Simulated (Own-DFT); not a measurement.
# A surface energy from a slab and the bulk: wurtzite AlN, m plane (10-10)

Source: density functional calculations with Own-DFT, an unreviewed in-house program that is no longer used. Nothing was measured or relaxed, and spin and spin-orbit coupling are left out.

Limits (not all hold for every row): some atoms lie very close together; k mesh not checked against a denser one.

Both sets of runs: PBE; PseudoDojo norm-conserving scalar-relativistic files; cutoff 42 hartree; Gaussian smearing of 0.01 eV. The slab has 128 atoms in 16 layers, two equal faces of 62.02 Å² as cut, 15 Å of vacuum, a dipole correction along the normal and a 6 x 3 x 1 mesh. The bulk cell has 128 atoms, the same measured lattice constants and a 3 x 3 x 3 mesh. In the slab only the 32 atoms nearest the faces were moved at random; u is their rms move along one axis. Energies are counted from -174.06 eV for each atom.

| slab run | u (Å) | E (eV, cell) |
|---|---|---|
| 1 | 0.0443 | 20.181 |
| 2 | 0.0449 | 20.541 |
| 3 | 0.0462 | 21.075 |
| 4 | 0.0467 | 20.696 |
| 5 | 0.0507 | 21.025 |
| 6 | 0.0530 | 20.975 |
| 7 | 0.1014 | 26.917 |
| 8 | 0.1020 | 29.344 |
| 9 | 0.1034 | 25.611 |
| 10 | 0.1064 | 28.744 |
| 11 | 0.1074 | 29.550 |
| 12 | 0.1077 | 31.151 |

| bulk run | u (Å) | E (meV/atom) |
|---|---|---|
| 1 | 0.0193 | -1.70 |
| 2 | 0.0198 | -2.23 |
| 3 | 0.0199 | -1.58 |
| 4 | 0.0201 | -1.81 |
| 5 | 0.0211 | -1.19 |
| 6 | 0.0968 | 284.62 |
| 7 | 0.0972 | 268.98 |
| 8 | 0.0994 | 310.63 |
| 9 | 0.0995 | 323.61 |
| 10 | 0.1027 | 352.24 |

Q: what is the energy of the unrelaxed surface?

## Working it out

Take each set to u = 0 with E = a + b u². Residuals are scaled by 1/(u² + 0.0006 Å²) to tame the large moves. Slab: a = 18.72 ± 0.23 eV. Bulk: a = -14.9 ± 0.7 meV/atom. The excess is 18.72 - 128 x (-0.0149) = 20.63 ± 0.25 eV. Over two faces that is 166 meV/Å², or 2.66 ± 0.03 J/m². Relaxing the faces would lower the energy, and the unlike meshes and the reach from the smallest u down to zero add errors that aren't counted here.
